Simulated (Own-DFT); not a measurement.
SiC (4H silicon carbide, atoms displaced) (calculated)

All values are calculated (Own-DFT development build). A calculation, not a measurement: plane-wave PBE density functional theory by an unreviewed code, no spin, of a simulated periodic cell, stress positive in tension, free energy of the whole cell less one offset for each atom, forces on such cells passed a denser k mesh, this cell's mesh not checked; offsets are fitted by least squares, one for each functional and potential file, so energies compare only between cells with the same atoms and settings and are not formation energies; the far tail of each file's local potential was reset to the Coulomb form; each entry is a single point on an unrelaxed cell, so the pressure reflects the starting lattice, mostly measured values (interpolated for alloys), from which strain is counted, and rises with the displacements; printed positions are rounded, which can move forces by about a meV/angstrom; the program, named Own-DFT, is a retired in-house code; no spin-orbit coupling.

Common to all runs: functional PBE; potential files PseudoDojo norm-conserving, scalar-relativistic, standard set; wave cutoff 42 hartree; occupations Fermi-Dirac; smearing width 0.1 eV; hardware one NVIDIA H100; k mesh 4 x 4 x 3 centred on Gamma.

(1) SiC (4H silicon carbide, atoms displaced)

```
cell vectors (Å)
   9.2481     0.0000     0.0000
  -4.6241     8.0091     0.0000
   0.0000     0.0000    10.0681
atoms (fractions of the cell vectors)
Si  0.00568  0.99774  0.40919
Si  0.11672  0.21978  0.16067
C   0.00475  0.99014  0.08705
C   0.11116  0.21684  0.34250
Si  0.00250  0.33639  0.41778
Si  0.10657  0.54895  0.16240
C   0.99002  0.32844  0.09310
C   0.12076  0.56668  0.33378
Si  0.99657  0.65695  0.40470
Si  0.11533  0.88346  0.16067
C   0.99181  0.67396  0.09534
C   0.10983  0.88469  0.34708
Si  0.33655  0.01266  0.40269
Si  0.44181  0.21012  0.16828
C   0.33446  0.99190  0.09370
C   0.43748  0.21938  0.34761
Si  0.34299  0.34085  0.40631
Si  0.44675  0.55110  0.15025
C   0.32992  0.33110  0.08378
C   0.46124  0.57418  0.34729
Si  0.32408  0.64738  0.40415
Si  0.45043  0.89548  0.15724
C   0.32989  0.67478  0.08650
C   0.46241  0.89680  0.35587
Si  0.66433  0.99835  0.40459
Si  0.76770  0.21585  0.15428
C   0.66243  0.99143  0.09129
C   0.78179  0.21216  0.35243
Si  0.68060  0.34276  0.40320
Si  0.77695  0.55245  0.15158
C   0.67813  0.34539  0.09850
C   0.78620  0.55839  0.34381
Si  0.65751  0.65982  0.40890
Si  0.78964  0.89483  0.14119
C   0.67346  0.66643  0.08525
C   0.75681  0.86552  0.34416
Si  0.00166  0.00597  0.92277
Si  0.87972  0.77157  0.65970
C   0.99990  0.99926  0.59792
C   0.88673  0.77286  0.84288
Si  0.98875  0.66764  0.90754
Si  0.89650  0.44578  0.65659
C   0.00457  0.66302  0.59778
C   0.89468  0.44511  0.84595
Si  0.99529  0.33134  0.91379
Si  0.89244  0.11338  0.65738
C   0.99129  0.32001  0.58654
C   0.89848  0.11322  0.83855
Si  0.66730  0.00221  0.89827
Si  0.57185  0.79080  0.65207
C   0.67235  0.00107  0.58153
C   0.55328  0.78243  0.84484
Si  0.66640  0.66728  0.90630
Si  0.55560  0.44699  0.65370
C   0.66269  0.65328  0.58444
C   0.55536  0.44142  0.83793
Si  0.68120  0.33689  0.90413
Si  0.53910  0.10326  0.65310
C   0.66366  0.33737  0.58647
C   0.55581  0.10342  0.84687
Si  0.34598  0.01367  0.90265
Si  0.22790  0.77752  0.65908
C   0.34819  0.99858  0.59366
C   0.23065  0.77472  0.83869
Si  0.33013  0.65371  0.91309
Si  0.21581  0.44155  0.66178
C   0.32619  0.65972  0.60269
C   0.22661  0.43884  0.84194
Si  0.32788  0.33645  0.90834
Si  0.22893  0.11222  0.65727
C   0.32610  0.33159  0.59680
C   0.22338  0.10911  0.84514
```

Results for SiC (4H silicon carbide, atoms displaced): free energy of cell above offsets -2.081 eV; pressure 6.72 GPa; stress xx -5.43 GPa; stress yy -4.89 GPa; stress zz -9.83 GPa; stress yz 0.57 GPa; stress xz -1.44 GPa; stress xy -0.97 GPa; wall time 411.9 s.

Force:
```tsv
element	x (eV/Å)	y (eV/Å)	z (eV/Å)
Si	-2.212	-1.044	0.007
Si	-1.418	-0.004	-1.346
C	0.114	1.93	5.152
C	0.23	1.355	1.022
Si	0.481	-0.971	-5.11
Si	-0.489	0.988	-4.26
C	1.376	-0.213	1.449
C	-0.813	-2.476	3.412
Si	0.604	2.138	1.294
Si	-0.382	0.36	-0.335
C	2.351	-1.665	-0.375
C	0.779	0.299	-0.101
Si	1.718	-4.012	1.732
Si	-0.366	1.631	-3.169
C	-0.653	1.629	0.2
C	1.5	2.693	-0.384
Si	-1.668	-0.305	0.649
Si	-0.534	1.711	0.34
C	0.903	-0.274	3.639
C	-2.89	-5.209	-2.721
Si	0.637	4.332	2.125
Si	0.48	-1.973	1.172
C	1.017	-1.813	3.41
C	-5.604	-2.518	-3.055
Si	3.644	-0.149	0.088
Si	1.541	0.071	1.361
C	0.704	1.862	-1.059
C	-1.039	2.59	-2.133
Si	-0.428	-2.017	0.42
Si	-0.372	2.42	1.768
C	-1.185	-3.858	-1.217
C	-1.735	-0.748	-1.063
Si	4.11	1.307	-0.579
Si	-1.764	-2.326	3.32
C	-1.155	-0.284	1.401
C	2.247	4.317	-1.429
Si	1.31	-0.874	-7.414
Si	1.461	0.35	-1.206
C	0.806	-0.46	-0.465
C	-1.498	1.471	0.431
Si	3.386	0.457	-0.168
Si	-1.493	-0.903	-0.24
C	-0.616	0.691	-1.042
C	0.211	0.202	-0.52
Si	1.458	0.148	-1.711
Si	-0.125	-1.724	-1.122
C	0.495	2.596	4.11
C	-1.476	0.078	2.095
Si	1.28	-0.924	1.269
Si	-1.548	-2.594	0.421
C	-0.377	0.707	3.549
C	1.484	-1.004	-0.581
Si	-0.254	-0.469	-1.795
Si	-0.31	-1.567	0.371
C	-0.484	2.517	2.504
C	0.159	0.265	1.478
Si	-2.765	-0.853	0.159
Si	6.225	3.691	1.219
C	0.993	-0.774	1.546
C	0.04	2.972	-1.523
Si	-1.227	-3.313	0.919
Si	-0.581	-0.241	-0.531
C	-6.149	-1.935	-1.884
C	-1.689	0.527	2.339
Si	-0.768	2.232	-3.276
Si	0.638	-0.12	-1.137
C	1.521	0.198	-2.26
C	-2.692	0.358	1.387
Si	3.025	-1.644	-2.347
Si	-0.69	-0.874	0.228
C	0.977	0.395	-0.941
C	-0.451	0.646	0.513
```

(2) SiC (4H silicon carbide, atoms displaced)

```
cell vectors (Å)
   9.2481     0.0000     0.0000
  -4.6241     8.0091     0.0000
   0.0000     0.0000    10.0681
atoms (fractions of the cell vectors)
Si  0.00008  0.99556  0.40795
Si  0.11959  0.22297  0.14959
C   0.01250  0.99870  0.09530
C   0.10335  0.22750  0.34420
Si  0.00460  0.33486  0.40287
Si  0.10364  0.55900  0.15857
C   0.99095  0.33100  0.09507
C   0.09560  0.54031  0.34014
Si  0.98627  0.67216  0.40750
Si  0.10905  0.88693  0.15873
C   0.99745  0.66076  0.09912
C   0.11616  0.88866  0.34699
Si  0.34096  0.99406  0.40986
Si  0.44613  0.21454  0.16228
C   0.34519  0.00539  0.09151
C   0.44870  0.22074  0.34494
Si  0.33525  0.31984  0.39633
Si  0.43838  0.54695  0.15439
C   0.33598  0.33660  0.09318
C   0.45132  0.56047  0.34545
Si  0.33890  0.67277  0.40792
Si  0.44477  0.88906  0.15115
C   0.33373  0.66685  0.10205
C   0.43190  0.88069  0.35276
Si  0.65618  0.99463  0.41728
Si  0.77989  0.23117  0.15781
C   0.66659  0.99742  0.09328
C   0.75502  0.20574  0.34404
Si  0.66859  0.32750  0.40724
Si  0.77389  0.55799  0.15181
C   0.66343  0.32349  0.09484
C   0.78124  0.56240  0.36043
Si  0.67151  0.66102  0.41357
Si  0.77902  0.88079  0.15208
C   0.66215  0.67366  0.09021
C   0.78013  0.89200  0.34800
Si  0.00246  0.99775  0.90421
Si  0.89300  0.77810  0.65291
C   0.99817  0.00196  0.59562
C   0.89678  0.77065  0.84675
Si  0.00007  0.67375  0.91286
Si  0.89048  0.44699  0.65585
C   0.99526  0.66267  0.58684
C   0.88958  0.46184  0.83419
Si  0.01234  0.33976  0.91335
Si  0.89183  0.11896  0.65630
C   0.99470  0.32555  0.59706
C   0.88493  0.11672  0.84261
Si  0.66985  0.99734  0.90733
Si  0.56912  0.78074  0.65512
C   0.67337  0.00863  0.60155
C   0.56524  0.78234  0.83115
Si  0.66593  0.66755  0.91091
Si  0.54870  0.44160  0.65691
C   0.65118  0.65221  0.58923
C   0.55993  0.44395  0.84238
Si  0.67094  0.33799  0.90566
Si  0.55212  0.11631  0.65220
C   0.67151  0.33516  0.59150
C   0.54882  0.11323  0.83717
Si  0.33903  0.99894  0.90604
Si  0.22017  0.77713  0.65419
C   0.32013  0.98503  0.58518
C   0.21377  0.77782  0.85556
Si  0.33378  0.67512  0.90888
Si  0.22740  0.44839  0.67076
C   0.33257  0.66187  0.59754
C   0.21887  0.44221  0.83954
Si  0.33834  0.33126  0.90403
Si  0.23473  0.12343  0.65941
C   0.32773  0.32507  0.59187
C   0.22505  0.10406  0.85472
```

Results for SiC (4H silicon carbide, atoms displaced): free energy of cell above offsets -4.583 eV; pressure 5.98 GPa; stress xx -4.95 GPa; stress yy -5.96 GPa; stress zz -7.04 GPa; stress yz 0.94 GPa; stress xz 0.6 GPa; stress xy 1.24 GPa; wall time 361.5 s.

Force:
```tsv
element	x (eV/Å)	y (eV/Å)	z (eV/Å)
Si	-0.605	1.449	-0.134
Si	-2.256	-0.244	1.755
C	-2.329	0.109	-0.984
C	3.788	-2.105	-1.374
Si	-2.505	-1.114	1.978
Si	2.311	-1.615	0.538
C	2.24	1.037	-0.215
C	0.104	3.566	0.889
Si	4.901	-0.195	-0.232
Si	2.077	-0.094	0.371
C	-1.754	1.553	-0.924
C	-0.564	0.565	-0.702
Si	-3.049	0.87	-1.123
Si	-0.432	1.001	-1.246
C	-1.5	-1.452	0.662
C	0.503	-1.224	0.026
Si	-3.025	2.6	1.811
Si	-0.033	2.261	1.702
C	1.123	-1.203	-0.51
C	0.041	-1.434	-0.499
Si	-0.845	-3.77	0.437
Si	0.811	0.004	1.801
C	-0.701	-0.523	-1.688
C	2.622	1.023	-2.308
Si	1.366	-0.204	-1.343
Si	0.401	-3.136	0.616
C	0.518	0.384	0.102
C	2.434	1.512	-0.386
Si	-0.664	1.549	0.471
Si	0.088	-0.777	1.601
C	-1.174	2.529	-0.544
C	-1.175	-3.268	-4.076
Si	-2.8	1.636	-1.839
Si	-0.682	3.018	2.009
C	0.976	-2.51	0.532
C	-0.295	-1.286	-0.319
Si	-0.767	0.032	0.074
Si	-0.784	-0.501	0.839
C	0.806	0.005	0.403
C	-3.713	2.124	-0.882
Si	1.221	-2.106	-0.042
Si	0.281	-0.559	-1.033
C	0.621	0.8	1.454
C	1.454	-1.656	3.042
Si	-3.066	-0.903	-1.651
Si	0.444	-1.534	0.615
C	0.634	3.141	-0.966
C	2.028	-0.043	1.044
Si	-1.196	0.867	-0.874
Si	-2.2	0.012	-1.436
C	-0.92	-1.311	-0.974
C	-0.809	-0.759	3.761
Si	0.674	0.049	-2.553
Si	1.139	-0.743	-0.61
C	1.804	2.012	2.009
C	-1.201	0.518	0.763
Si	0.4	-0.847	-0.639
Si	0.622	-1.088	0.375
C	-1.42	-0.215	0.344
C	1.696	0.11	1.036
Si	-0.446	0.252	0.476
Si	-0.02	-1.52	0.871
C	0.728	3.031	2.595
C	1.843	0.414	-1.967
Si	1.016	-0.837	-0.328
Si	-0.843	-1.188	-5.697
C	0.166	1.107	0.033
C	1.665	0.944	4.602
Si	-0.345	0.065	0.338
Si	-1.085	-3.92	0.279
C	0.337	2.226	-0.154
C	-0.68	1.513	-2.002
```

(3) SiC (4H silicon carbide, atoms displaced)

```
cell vectors (Å)
   9.2481     0.0000     0.0000
  -4.6241     8.0091     0.0000
   0.0000     0.0000    10.0681
atoms (fractions of the cell vectors)
Si  0.00145  0.99743  0.40298
Si  0.10976  0.21404  0.16229
C   0.00168  0.99819  0.08631
C   0.12561  0.23370  0.33811
Si  0.98688  0.32394  0.41655
Si  0.10111  0.54896  0.14207
C   0.00337  0.32397  0.09535
C   0.11759  0.55165  0.34502
Si  0.98123  0.65753  0.40579
Si  0.11275  0.88272  0.16270
C   0.00828  0.66900  0.08800
C   0.10741  0.88105  0.34474
Si  0.33096  0.00046  0.40606
Si  0.44153  0.22433  0.15193
C   0.33821  0.99906  0.09364
C   0.45430  0.22529  0.33468
Si  0.34545  0.33608  0.39995
Si  0.45208  0.55698  0.15995
C   0.33646  0.33044  0.09863
C   0.45006  0.56521  0.34390
Si  0.33782  0.66351  0.40899
Si  0.44036  0.87956  0.15971
C   0.33566  0.67302  0.09512
C   0.45440  0.89401  0.33375
Si  0.66489  0.99523  0.41265
Si  0.78782  0.23040  0.15610
C   0.67296  0.01236  0.08521
C   0.77460  0.21567  0.33531
Si  0.65781  0.32526  0.40099
Si  0.77922  0.56105  0.15159
C   0.66426  0.32242  0.09020
C   0.79507  0.56308  0.34478
Si  0.66734  0.65419  0.41257
Si  0.77313  0.88519  0.15198
C   0.66867  0.66658  0.09438
C   0.77932  0.89624  0.34523
Si  0.01568  0.00501  0.90346
Si  0.89039  0.76934  0.64711
C   0.00170  0.01259  0.60134
C   0.89003  0.77790  0.84354
Si  0.00931  0.66165  0.91006
Si  0.88025  0.45086  0.66740
C   0.99205  0.66176  0.58562
C   0.88839  0.43699  0.84472
Si  0.00237  0.33953  0.89963
Si  0.88728  0.11582  0.64995
C   0.99547  0.33232  0.59970
C   0.89858  0.12571  0.84670
Si  0.67773  0.00697  0.90058
Si  0.54441  0.76895  0.66105
C   0.64928  0.98833  0.59940
C   0.55345  0.79056  0.84566
Si  0.66930  0.66725  0.90245
Si  0.55267  0.43404  0.65221
C   0.67194  0.66135  0.59668
C   0.55316  0.44059  0.84442
Si  0.66418  0.34215  0.89986
Si  0.55927  0.11017  0.65309
C   0.67459  0.33715  0.58326
C   0.54780  0.10695  0.83938
Si  0.31357  0.97686  0.90193
Si  0.22061  0.78588  0.66209
C   0.32958  0.98629  0.59345
C   0.23016  0.79528  0.84949
Si  0.32624  0.66615  0.90803
Si  0.22822  0.43708  0.65790
C   0.33444  0.67101  0.59094
C   0.22068  0.44337  0.84137
Si  0.33767  0.33533  0.90280
Si  0.21187  0.10973  0.65102
C   0.32517  0.32564  0.59885
C   0.22230  0.10971  0.82714
```

It finds free energy of cell above offsets -2.351 eV; pressure 6.25 GPa; stress xx -5.57 GPa; stress yy -5.96 GPa; stress zz -7.22 GPa; stress yz -1.91 GPa; stress xz -1.08 GPa; stress xy -0.62 GPa; wall time 356.5 s.

Force:
```tsv
element	x (eV/Å)	y (eV/Å)	z (eV/Å)
Si	-0.473	1.389	0.484
Si	0.28	0.564	-2.132
C	0.634	-0.665	1.889
C	-0.88	-1.889	2.835
Si	1.577	1.963	-2.394
Si	2.912	-0.329	3.825
C	-0.647	1.797	-1.683
C	-2.087	-0.195	-0.303
Si	8.507	2.771	0.889
Si	-0.086	1.469	-1.923
C	-1.733	-0.555	1.051
C	-0.177	0.489	0.715
Si	1.337	-1.223	-0.614
Si	2.405	-1.637	-0.752
C	-1.451	-0.58	-0.079
C	-2.249	-0.993	1.512
Si	-1.696	0.183	0.668
Si	-1.575	-0.203	-1.021
C	-1.503	1.078	-1.611
C	1.98	-1.695	0.603
Si	-2.116	1.327	-1.2
Si	0.767	3.334	-2.401
C	0.219	-2.825	-0.973
C	-1.269	-1.006	3.656
Si	-0.531	0.436	-1.421
Si	-0.547	-2.002	-1.31
C	0.244	-2.087	1.277
C	-0.253	0.466	2.924
Si	3.436	1.565	-0.53
Si	1.346	-1.583	0.321
C	-0.678	2.829	-0.065
C	-6.941	-4.453	-3.086
Si	-0.507	2.548	-1.262
Si	-0.107	2.229	0.119
C	-0.352	-0.135	-0.829
C	1.153	-1.806	-0.047
Si	-2.609	-0.319	-0.616
Si	-1.284	2.515	2.475
C	-0.444	-3.257	-3.002
C	1.158	-0.486	-0.513
Si	-2.653	1.065	-1.718
Si	2.3	-0.763	-3.131
C	1.558	0.404	2.359
C	-1.496	2.328	0.643
Si	1.255	-1.942	2.047
Si	-0.926	-1.026	2.53
C	-0.131	1.17	-0.172
C	0.715	-2.355	-1.644
Si	-1.507	1.139	0.795
Si	1.316	0.728	-0.225
C	2.775	0.886	-1.427
C	1.274	-2.796	-0.084
Si	-0.934	0.785	0.152
Si	-0.26	0.613	0.522
C	-2.032	-0.525	-0.048
C	-0.54	1.85	-1.307
Si	1.666	-3.566	1.847
Si	-1.888	0.103	0.996
C	-1.352	-1.436	1.545
C	0.368	1.014	0.273
Si	1.175	12.59	3.836
Si	0.597	-2.881	-1.346
C	-1.166	3.809	-1.306
C	0.065	-11.66	-4.002
Si	1.901	1.002	0.106
Si	-3.128	1.79	-0.842
C	-0.459	-1.679	1.65
C	0.647	1.155	0.72
Si	-0.846	-1.426	0.993
Si	2.575	-0.705	-0.316
C	2.49	0.851	-2.494
C	0.883	0.449	3.568
```
